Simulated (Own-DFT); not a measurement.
InGa$_{3}$As$_{4}$ (zincblende random alloy, strained, atoms displaced), AlGa$_{3}$N$_{4}$ (wurtzite random alloy, atoms displaced) (calculated)

A calculation, not a measurement: plane-wave PBE density functional theory by an unreviewed code, no spin, of a simulated periodic cell, stress positive in tension, free energy of the whole cell less one offset for each atom, forces on such cells passed a denser k mesh, this cell's mesh not checked; offsets are fitted by least squares, one for each functional and potential file, so energies compare only between cells with the same atoms and settings and are not formation energies; the far tail of each file's local potential was reset to the Coulomb form; each entry is a single point on an unrelaxed cell, so the pressure reflects the starting lattice, mostly measured values, from which strain is counted, and rises with the displacements; printed positions are rounded, which can move forces by about a meV/angstrom; the program is a retired in-house code; no spin-orbit coupling. Program: Own-DFT development build.

Settings shared by all entries: functional PBE.

(1) InGa$_{3}$As$_{4}$ (zincblende random alloy, strained, atoms displaced)

```
cell vectors (Å)
  11.4979    -0.0664     0.2115
  -0.0664    11.4554     0.0294
   0.2115     0.0294    11.3597
atoms (fractions of the cell vectors)
In  0.00043  0.00310  0.00222
In  0.00295  0.24669  0.24494
Ga  0.25228  0.00225  0.24310
In  0.25009  0.25094  0.00085
As  0.13254  0.13023  0.12215
As  0.12499  0.37319  0.37452
As  0.37909  0.12984  0.38206
As  0.37431  0.37775  0.12188
Ga  0.99604  0.00350  0.50164
Ga  0.99453  0.25094  0.75293
In  0.24369  0.00722  0.74472
Ga  0.25741  0.25130  0.49909
As  0.12048  0.12784  0.62286
As  0.12565  0.37858  0.87400
As  0.37858  0.12638  0.87235
As  0.37726  0.37483  0.61830
Ga  0.99615  0.49278  0.00799
Ga  0.00494  0.74429  0.24935
Ga  0.25854  0.50467  0.24442
In  0.25091  0.74591  0.00607
As  0.13250  0.61933  0.12546
As  0.11967  0.87774  0.38337
As  0.37979  0.62028  0.37686
As  0.37953  0.87630  0.12541
Ga  0.99773  0.49894  0.50041
Ga  0.00177  0.75479  0.75603
Ga  0.24509  0.49592  0.74828
Ga  0.25226  0.75022  0.49697
As  0.12562  0.62451  0.62983
As  0.12401  0.87930  0.86739
As  0.36986  0.62948  0.87318
As  0.37741  0.86779  0.62190
In  0.50375  0.00419  0.99004
Ga  0.50346  0.25287  0.24768
Ga  0.75156  0.00589  0.24992
Ga  0.75376  0.25359  0.99737
As  0.62895  0.12346  0.13022
As  0.62246  0.37399  0.37563
As  0.87750  0.12657  0.38169
As  0.87298  0.37297  0.11879
Ga  0.50250  0.00009  0.49705
Ga  0.49705  0.24759  0.75089
Ga  0.75646  0.00299  0.74875
In  0.75295  0.24751  0.49697
As  0.62200  0.12548  0.62404
As  0.62812  0.37573  0.87826
As  0.87894  0.12239  0.87095
As  0.86932  0.37607  0.62726
Ga  0.50837  0.49635  0.99440
Ga  0.50165  0.74527  0.25205
In  0.74754  0.50269  0.25526
Ga  0.74263  0.74517  0.00706
As  0.62375  0.62370  0.12316
As  0.62487  0.87541  0.37321
As  0.87728  0.62891  0.37353
As  0.87016  0.87870  0.12077
Ga  0.50169  0.49948  0.50751
Ga  0.50381  0.75272  0.74468
Ga  0.74344  0.50052  0.74794
Ga  0.74934  0.74453  0.49283
As  0.62281  0.63261  0.63466
As  0.62303  0.87525  0.87420
As  0.86998  0.62969  0.88138
As  0.87753  0.87443  0.63148
```

```
potential files                   : PseudoDojo norm-conserving, scalar-relativistic, standard set
wave cutoff                       : 42 hartree
occupations                       : Fermi-Dirac
smearing width                    : 0.1 eV
k mesh                            : 3 x 3 x 3 centred on Gamma
free energy of cell above offsets : -21.274 eV
pressure                          : 6.27 GPa
stress xx                         : -6.05 GPa
stress yy                         : -6.21 GPa
stress zz                         : -6.57 GPa
stress yz                         : 0.5 GPa
stress xz                         : 3.32 GPa
stress xy                         : -0.74 GPa
```

Force:
```
element  x (eV/Å)  y (eV/Å)  z (eV/Å)
     In     0.686     0.244     -0.31
     In    -0.492     0.916     0.341
     Ga     0.018     -0.05     1.058
     In     0.982     1.368    -1.561
     As    -0.259    -2.712     1.313
     As     1.077     0.961     0.538
     As     0.004    -0.791    -1.158
     As     1.494     0.379     0.772
     Ga     0.043    -0.188     0.404
     Ga       0.6     0.742     -0.51
     In     1.521     -0.07    -0.598
     Ga    -1.026     0.279     0.043
     As    -0.728     1.319    -1.021
     As    -1.295    -0.183    -0.204
     As    -0.427     0.419     -0.68
     As    -0.443    -0.333      1.37
     Ga     0.667     1.335    -1.157
     Ga     0.078     1.068    -0.284
     Ga    -0.351    -0.404     0.949
     In    -0.064     2.217    -0.962
     As    -2.265    -1.428     1.325
     As     0.636    -0.251    -1.042
     As    -0.297     0.034     0.141
     As     0.014    -0.262     1.369
     Ga      0.37     0.318     0.175
     Ga    -0.287    -0.493    -0.266
     Ga     0.856     0.691     -0.35
     Ga    -0.227     -0.14     0.113
     As    -0.353     0.021    -0.495
     As    -0.346    -1.725     1.149
     As     1.825    -1.871    -1.358
     As     0.283     0.281    -0.439
     In    -0.046     0.505     1.252
     Ga    -0.447     0.128      0.05
     Ga      0.35    -0.389      0.46
     Ga    -0.214    -0.677     -0.16
     As     0.346     0.972    -0.183
     As     -1.46    -0.331     0.595
     As     0.463    -2.428    -1.273
     As    -0.423    -0.477     0.297
     Ga    -0.233    -0.124     0.376
     Ga     0.559     0.881    -0.482
     Ga    -0.833     -0.13    -0.094
     In    -0.951     1.217     0.563
     As    -0.481    -1.194     1.102
     As    -0.123    -0.949     -0.76
     As     -1.36     0.897     0.035
     As     0.904       0.6     0.692
     Ga    -1.163     0.978     0.235
     Ga    -0.064     0.613    -0.179
     In     0.509     0.238    -0.787
     Ga     0.478     1.217    -0.828
     As    -1.168    -0.052     0.001
     As      0.28    -0.244    -0.113
     As     0.792    -0.227     0.849
     As    -0.731    -1.676     1.577
     Ga     0.581     0.698    -0.465
     Ga    -1.045      0.68     1.094
     Ga     0.626     0.596     0.384
     Ga    -0.068      1.01     0.806
     As     0.719    -1.306    -1.419
     As     1.785    -1.497    -1.211
     As     0.449    -0.778    -0.266
     As    -0.322    -0.441    -0.814
```

(2) AlGa$_{3}$N$_{4}$ (wurtzite random alloy, atoms displaced)

```
cell vectors (Å)
   9.5092     0.0000     0.0000
  -4.7546     8.2353     0.0000
   0.0000     0.0000    10.2685
atoms (fractions of the cell vectors)
Al  0.11272  0.22496  0.00167
Ga  0.21926  0.11201  0.24585
N   0.11419  0.22434  0.19532
N   0.21679  0.10388  0.43996
Al  0.11238  0.22390  0.50643
Ga  0.22701  0.11854  0.74810
N   0.10808  0.21702  0.68970
N   0.22155  0.11310  0.93581
Al  0.11278  0.55543  0.99767
Ga  0.22193  0.44207  0.25069
N   0.11624  0.56388  0.18566
N   0.22167  0.44412  0.44594
Ga  0.11218  0.55149  0.49720
Ga  0.22517  0.44189  0.74940
N   0.11777  0.56013  0.68689
N   0.22506  0.44635  0.94266
Al  0.11661  0.88729  0.99988
Ga  0.23001  0.78212  0.24833
N   0.10974  0.89037  0.18913
N   0.22369  0.77577  0.44145
Ga  0.10938  0.88894  0.49952
Ga  0.21929  0.78011  0.75111
N   0.11642  0.89530  0.68355
N   0.22378  0.77435  0.94084
Ga  0.45176  0.22943  0.99399
Ga  0.55073  0.10375  0.24945
N   0.44319  0.22054  0.19091
N   0.55319  0.10257  0.44188
Al  0.44526  0.22397  0.50091
Ga  0.55653  0.11188  0.74533
N   0.43928  0.21611  0.69128
N   0.55472  0.11137  0.93886
Ga  0.44517  0.55539  0.99507
Ga  0.55120  0.43945  0.24994
N   0.44298  0.55268  0.18850
N   0.55749  0.44478  0.43940
Ga  0.44585  0.55817  0.50496
Ga  0.56167  0.44680  0.74952
N   0.44244  0.55408  0.69241
N   0.55835  0.44922  0.93760
Ga  0.44060  0.88632  0.99917
Ga  0.54953  0.77372  0.24680
N   0.44032  0.88387  0.19303
N   0.54953  0.77079  0.43797
Ga  0.43685  0.88780  0.49879
Ga  0.55498  0.77729  0.75164
N   0.45218  0.89255  0.68611
N   0.55494  0.77590  0.93692
Al  0.77602  0.21920  0.00319
Ga  0.88237  0.10330  0.25562
N   0.77565  0.21975  0.19195
N   0.89542  0.11660  0.44341
Ga  0.77337  0.21511  0.50074
Al  0.88296  0.11578  0.74806
N   0.77344  0.21549  0.68994
N   0.88464  0.10139  0.93975
Ga  0.78197  0.56258  0.00232
Ga  0.89461  0.44891  0.24494
N   0.78025  0.55579  0.18603
N   0.89167  0.44630  0.43666
Al  0.77166  0.54818  0.49819
Ga  0.88467  0.44540  0.75177
N   0.78527  0.56400  0.69213
N   0.89033  0.44066  0.93836
Al  0.77751  0.88548  0.00416
Ga  0.89515  0.77853  0.24739
N   0.77462  0.88371  0.19125
N   0.89409  0.78399  0.43779
Ga  0.77433  0.89415  0.49829
Ga  0.88834  0.78058  0.75130
N   0.78346  0.89300  0.69130
N   0.88560  0.77567  0.93881
```

```
potential files                   : PseudoDojo norm-conserving, scalar-relativistic, standard set with the stringent files for Ga
wave cutoff                       : 96 hartree
occupations                       : Gaussian
smearing width                    : 0.01 eV
k mesh                            : 4 x 4 x 3 centred on Gamma
free energy of cell above offsets : -12.246 eV
pressure                          : 5.85 GPa
stress xx                         : -5.94 GPa
stress yy                         : -6.36 GPa
stress zz                         : -5.26 GPa
stress yz                         : 0.28 GPa
stress xz                         : -0.35 GPa
stress xy                         : -0.18 GPa
```

Force:
```
element  x (eV/Å)  y (eV/Å)  z (eV/Å)
     Al    -0.216     -0.65    -0.115
     Ga     0.688    -0.284     1.144
      N    -1.295     -0.47    -1.871
      N     0.382     2.566      0.21
     Al     0.499    -0.399    -0.879
     Ga    -0.779    -1.435     0.507
      N    -1.331      0.54     -0.26
      N    -0.164    -0.478     1.352
     Al    -0.023    -0.308     0.137
     Ga    -0.313     0.728     0.529
      N     0.361    -0.931    -0.699
      N     0.917    -1.249    -0.753
     Ga    -0.808     0.757     0.615
     Ga    -1.126    -0.011      0.38
      N    -0.607    -0.807     0.643
      N    -1.102    -0.923    -0.122
     Al    -0.979     0.536     -0.21
     Ga    -1.888     -0.68     1.176
      N     1.176     0.068    -1.569
      N     -0.99    -0.253    -0.973
     Ga     0.469    -0.565    -0.208
     Ga     0.788     0.196     -0.68
      N    -0.358    -0.469     1.483
      N    -1.388    -0.184     0.144
     Ga    -0.718    -0.788     0.799
     Ga      0.04     0.989     0.433
      N     0.233    -0.235    -0.714
      N    -1.172     1.741    -0.381
     Al    -0.318    -0.914    -0.369
     Ga    -0.372    -0.679     0.943
      N     1.091     1.783    -1.617
      N     0.992     0.165     0.173
     Ga    -0.049     0.144     0.879
     Ga     0.492     0.696    -0.078
      N     0.079    -0.073    -0.335
      N      0.17    -0.819     0.767
     Ga    -0.029    -0.507     -0.37
     Ga    -0.402    -0.195    -0.091
      N     0.979     0.116    -0.142
      N     0.538    -0.074    -0.062
     Ga     0.867     0.487     0.089
     Ga     0.872    -0.388     0.795
      N     0.903     0.898    -1.439
      N     0.054     1.149    -0.106
     Ga     1.197    -0.749     0.581
     Ga     0.372     0.481    -0.534
      N    -0.901    -0.653       0.6
      N     0.595     0.795     1.149
     Al     0.341    -0.225    -0.337
     Ga     0.439     0.805    -0.469
      N     0.153     0.005    -1.004
      N     0.161     0.001         0
     Ga     0.065     1.119    -0.395
     Al     1.764     -1.18     0.979
      N      0.33     1.387    -0.171
      N    -0.184     1.306      0.15
     Ga     0.288    -1.139    -0.585
     Ga     -0.14    -0.533      0.62
      N    -0.532    -0.191     0.709
      N    -1.169    -0.395     0.438
     Al     1.052     1.686     0.033
     Ga     1.359    -0.051    -0.438
      N    -0.527    -1.197    -1.793
      N     0.255     -0.14     1.053
     Al    -0.278     0.176    -0.591
     Ga     -0.94    -0.448     0.979
      N    -0.073      0.16    -0.975
      N    -1.072    -1.912     0.205
     Ga     0.828    -1.006     0.382
     Ga     0.707     0.972    -0.252
      N     -1.06     0.576    -0.296
      N     0.805     1.561     0.806
```

(3) AlGa$_{3}$N$_{4}$ (wurtzite random alloy, atoms displaced)

```
cell vectors (Å)
   9.5092     0.0000     0.0000
  -4.7546     8.2353     0.0000
   0.0000     0.0000    10.2685
atoms (fractions of the cell vectors)
Ga  0.10389  0.21720  0.00432
Al  0.22068  0.10976  0.24671
N   0.11219  0.22337  0.19276
N   0.22739  0.11759  0.44177
Ga  0.10599  0.22107  0.49706
Ga  0.22266  0.11326  0.75511
N   0.10960  0.22004  0.68885
N   0.22490  0.11190  0.93793
Al  0.10897  0.54980  0.99695
Ga  0.22456  0.44603  0.24860
N   0.10872  0.55850  0.18591
N   0.22335  0.44256  0.43616
Ga  0.10840  0.55187  0.49997
Al  0.22376  0.44621  0.74942
N   0.11263  0.55681  0.69001
N   0.22718  0.44746  0.94096
Ga  0.11216  0.88486  0.99982
Ga  0.22285  0.77511  0.24911
N   0.11025  0.88490  0.19568
N   0.21451  0.77662  0.44285
Ga  0.11141  0.88450  0.50730
Ga  0.23043  0.78433  0.74857
N   0.10952  0.88377  0.69568
N   0.22110  0.77816  0.93252
Ga  0.44273  0.22127  0.99992
Ga  0.55377  0.11065  0.24688
N   0.44346  0.22411  0.18554
N   0.55455  0.11112  0.44073
Ga  0.44853  0.22326  0.50208
Ga  0.55790  0.11273  0.74416
N   0.44234  0.22000  0.68685
N   0.55598  0.10874  0.93937
Ga  0.44470  0.55709  0.00165
Al  0.56378  0.44353  0.25081
N   0.43662  0.55167  0.18708
N   0.55751  0.44765  0.44165
Ga  0.44429  0.55726  0.50450
Al  0.56148  0.44737  0.75148
N   0.44594  0.56078  0.68693
N   0.55166  0.44264  0.93573
Ga  0.43960  0.88608  0.99709
Ga  0.56382  0.77974  0.24517
N   0.44484  0.88730  0.18390
N   0.55066  0.77363  0.44313
Ga  0.43828  0.88387  0.50532
Ga  0.55419  0.77859  0.75075
N   0.44184  0.88642  0.69083
N   0.56128  0.78253  0.93811
Ga  0.77801  0.21422  0.00205
Al  0.89385  0.11432  0.25168
N   0.78529  0.22346  0.19018
N   0.88804  0.10949  0.44330
Ga  0.78265  0.22370  0.49741
Ga  0.88526  0.10540  0.75646
N   0.77800  0.22260  0.68286
N   0.88750  0.11371  0.94373
Ga  0.78647  0.55889  0.00221
Ga  0.89097  0.44266  0.24711
N   0.78129  0.55881  0.18657
N   0.88852  0.44436  0.44289
Ga  0.77886  0.55584  0.50224
Al  0.88739  0.44734  0.74690
N   0.77939  0.55331  0.69188
N   0.89340  0.44701  0.94469
Al  0.77433  0.88353  0.00153
Al  0.89062  0.77943  0.25015
N   0.77536  0.89019  0.18431
N   0.89009  0.77711  0.44058
Ga  0.77566  0.88333  0.50444
Ga  0.88857  0.77898  0.75054
N   0.78553  0.89583  0.69022
N   0.88856  0.77385  0.93865
```

```
potential files                   : PseudoDojo norm-conserving, scalar-relativistic, standard set with the stringent files for Ga
wave cutoff                       : 96 hartree
occupations                       : Gaussian
smearing width                    : 0.01 eV
k mesh                            : 4 x 4 x 3 centred on Gamma
free energy of cell above offsets : -12.340 eV
pressure                          : 5.86 GPa
stress xx                         : -6.43 GPa
stress yy                         : -4.64 GPa
stress zz                         : -6.51 GPa
stress yz                         : -0.29 GPa
stress xz                         : 0.36 GPa
stress xy                         : -0.31 GPa
```

Force:
```
element  x (eV/Å)  y (eV/Å)  z (eV/Å)
     Ga     1.168     0.954    -0.429
     Al     0.465     0.153     1.166
      N    -0.052    -1.244     0.104
      N     -0.28    -1.099    -1.363
     Ga     1.212      0.06     0.758
     Ga    -0.053     -0.22    -1.282
      N    -0.222     1.132     0.643
      N    -0.912    -0.517     1.174
     Al     0.359     0.935     0.099
     Ga    -0.786     0.096     0.293
      N     0.857    -0.506    -0.779
      N    -0.497     0.387     0.385
     Ga      0.53     0.248     0.223
     Al    -0.089    -0.424     0.119
      N     -0.06    -0.856     0.555
      N    -1.326    -0.469    -0.959
     Ga     -0.28     0.404     0.262
     Ga      0.17     0.312     0.679
      N    -0.923     1.056    -0.709
      N       1.4     -0.45    -0.704
     Ga    -0.886     1.482     -0.39
     Ga    -1.151    -1.391     0.151
      N    -0.179     0.894    -0.478
      N     0.332    -1.338     1.412
     Ga     0.621     0.386     -0.48
     Ga     0.305    -0.105     0.514
      N    -0.328     0.237     1.201
      N      0.54    -0.476    -0.571
     Ga    -0.679     0.134    -0.481
     Ga    -0.126     0.125     0.786
      N     0.165     1.286     1.136
      N    -0.094     0.322    -0.438
     Ga     0.456    -0.053    -0.421
     Al    -1.299     0.183     0.012
      N      2.49     0.487     0.655
      N     0.247    -0.113    -1.283
     Ga     0.009    -0.725     -1.02
     Al    -0.852    -0.524    -0.345
      N     0.426    -1.397     1.622
      N      0.82      0.53    -0.217
     Ga     0.365     0.172    -0.077
     Ga    -1.661    -0.878     1.116
      N     0.015     0.037     0.737
      N     0.327     0.884     -0.92
     Ga     0.171     0.499    -1.128
     Ga     0.652     0.152    -0.021
      N     0.975     0.876    -0.212
      N     0.178    -0.174     0.358
     Ga    -1.619     1.411     0.081
     Al    -0.344    -0.544     0.357
      N     -0.13    -0.913     0.453
      N    -0.109    -0.704    -1.973
     Ga    -0.806    -0.527     0.004
     Ga      0.08     1.813    -0.775
      N     0.344     0.809     1.547
      N     1.037    -2.224    -0.294
     Ga    -1.054    -1.004    -0.624
     Ga    -0.364     0.496     0.679
      N    -0.779     0.198     1.458
      N     -0.06     0.037    -1.079
     Ga    -0.146    -0.054    -0.109
     Al     1.193    -0.593     0.762
      N    -0.645    -0.112     0.224
      N     0.357    -0.773    -1.673
     Al     0.463     0.497    -0.566
     Al    -0.118    -0.184      0.29
      N     2.143     0.816     0.418
      N    -0.246      0.11    -0.978
     Ga    -0.243      0.48     -0.62
     Ga     0.322    -0.386     0.196
      N    -0.763    -1.483     0.224
      N    -1.033     1.374     0.548
```
